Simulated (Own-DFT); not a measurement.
# Energy and forces against displacement in 3C SiC, 64 atoms (C32Si32)

All numbers below are calculated, not measured. They come from Own-DFT, an in-house plane-wave density functional program, since retired, whose code no person has reviewed. Each row is one single-point run on a periodic cell that was not relaxed, without spin or spin-orbit coupling.

Settings of every run: PBE; PseudoDojo norm-conserving scalar-relativistic files; cutoff 42 hartree; 4 x 4 x 4 k mesh centred on Gamma; Fermi-Dirac smearing of 0.1 eV.

Known limits, some of them of some rows only: some atoms lie very close together; forces on such cells passed a denser k mesh, each cell not checked; stress not checked against mesh or cutoff.

Cell vectors in Å: (8.719, 0.000, 0.000); (0.000, 8.719, 0.000); (0.000, 0.000, 8.719). In each run every atom was moved at random and independently from its ideal site; u is the rms move along one axis. E is the free energy for each atom above the fitted value at u = 0, and F the rms of the force components.

| run | u (Å) | E (meV/atom) | F (eV/Å) | largest force (eV/Å) | P (GPa) |
|---|---|---|---|---|---|
| 1 | 0.0298 | 34.9 | 0.855 | 2.83 | 3.82 |
| 2 | 0.0319 | ? | ? | ? | ? |
| 3 | 0.0573 | 135.3 | 1.811 | 6.43 | 6.28 |
| 4 | 0.0621 | 154.8 | 1.872 | 6.05 | 6.68 |
| 5 | 0.0979 | 389.0 | 3.414 | 17.28 | 12.61 |
| 6 | 0.0994 | 378.5 | 3.062 | 11.22 | 12.45 |
| 7 | 0.1488 | 889.5 | 6.480 | 35.63 | 24.48 |

## Worked fit

For small independent moves the energy grows as E = (3/2) K u², with K the mean stiffness felt by one atom. The runs with u up to 0.11 Å give K = 26.6 ± 0.6 eV/Å², with residuals divided by u² + 0.0006 Å², since the noise grows with the moves. The scatter is 3.5 meV/atom at u = 0.05 Å. The forces follow F = G u with G = 31.3 eV/Å²; no force at u = 0 is resolved. G exceeds K because the moves of its neighbours add to the force on an atom, and stiffness differs between atoms. At u = 0.149 Å the parabola gives 883 meV/atom and the run 889. The pressure follows P = 2.97 + 982 u² GPa: at fixed volume, shortened bonds push harder than stretched ones pull.

## Withheld run

Question: what energy and rms force should run 2 give?

The fit gives 41 ± 2 meV/atom and about 1.00 eV/Å. The calculation gave 36.4 meV/atom and 0.853 eV/Å.
